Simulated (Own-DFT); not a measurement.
# What a defect does to the pressure of its cell: zincblende InP

The numbers are computed, not measured, by runs of the plane-wave DFT program Own-DFT (in-house, retired, unreviewed) at fixed positions, with no spin and no spin-orbit coupling.

Settings: PBE; PseudoDojo norm-conserving scalar-relativistic files; cutoff 36 hartree; 2 x 3 x 3 k mesh centred on Gamma; Fermi-Dirac smearing of 0.1 eV.

Limits (not all hold for every row): not probed for a lower state with spin; forces on such cells failed a check on a denser k mesh; forces not confirmed at this smearing and k mesh; stress not checked against mesh or cutoff.

All runs share one cell, with vectors in Å (17.606, 0.000, 0.000); (0.000, 11.737, 0.000); (0.000, 0.000, 11.737) and a volume of 2425.5 Å³. Atoms were moved at random from their sites; u is the rms move along one axis. The defect's site can differ from row to row.

| cell | formula | u (Å) | P (GPa) |
|---|---|---|---|
| no defect | In48P48 | 0.0194 | 3.20 |
| no defect | In48P48 | 0.0195 | 3.20 |
| no defect | In48P48 | 0.0479 | 3.57 |
| one In on a P site and one P on an In site | In48P48 | 0.0312 | ? |
| one In on a P site and one P on an In site | In48P48 | 0.0312 | 3.52 |
| one In on a P site and one P on an In site | In48P48 | 0.0525 | 3.93 |
| one In on a P site and one P on an In site | In48P48 | 0.0544 | 3.88 |
| one In on a P site | In49P47 | 0.0292 | 3.85 |
| one In on a P site | In49P47 | 0.0331 | 3.89 |
| one In on a P site | In49P47 | 0.0525 | 4.25 |
| two P on an In site each | In46P50 | 0.0291 | 3.00 |
| two P on an In site each | In46P50 | 0.0308 | 3.02 |
| two P on an In site each | In46P50 | 0.0499 | 3.19 |
| one P on an In site | In47P49 | 0.0305 | 3.16 |
| one P on an In site | In47P49 | 0.0510 | 3.45 |
| one P on an In site | In47P49 | 0.0523 | 3.48 |

## Fit

P = P0 + c u² + a shift for each defect gives P0 = 3.14 GPa, c = 183 ± 13 GPa/Å² and a scatter of 0.04 GPa. The shifts, and each times the cell's volume:

- one In on a P site: 0.57 ± 0.04 GPa, 8.6 eV
- one In on a P site and one P on an In site: 0.23 ± 0.04 GPa, 3.4 eV
- one P on an In site: -0.16 ± 0.04 GPa, -2.4 eV
- two P on an In site each: -0.33 ± 0.03 GPa, -5.0 eV (-2.5 eV for each of its 2 sites)

A positive shift means that the defect pushes the cell outwards. Shift times volume (160.2 GPa Å³ is 1 eV) depends little on the cell's size, so, taken for each site, it can be compared between cells at like pressure. The atoms around the defects weren't relaxed, which would change these numbers.

## Prediction

Asked: what pressure belongs in the blank (one In on a P site and one P on an In site, u = 0.0312 Å)?

From the fit: 3.54 ± 0.05 GPa. Computed: 3.53 GPa.
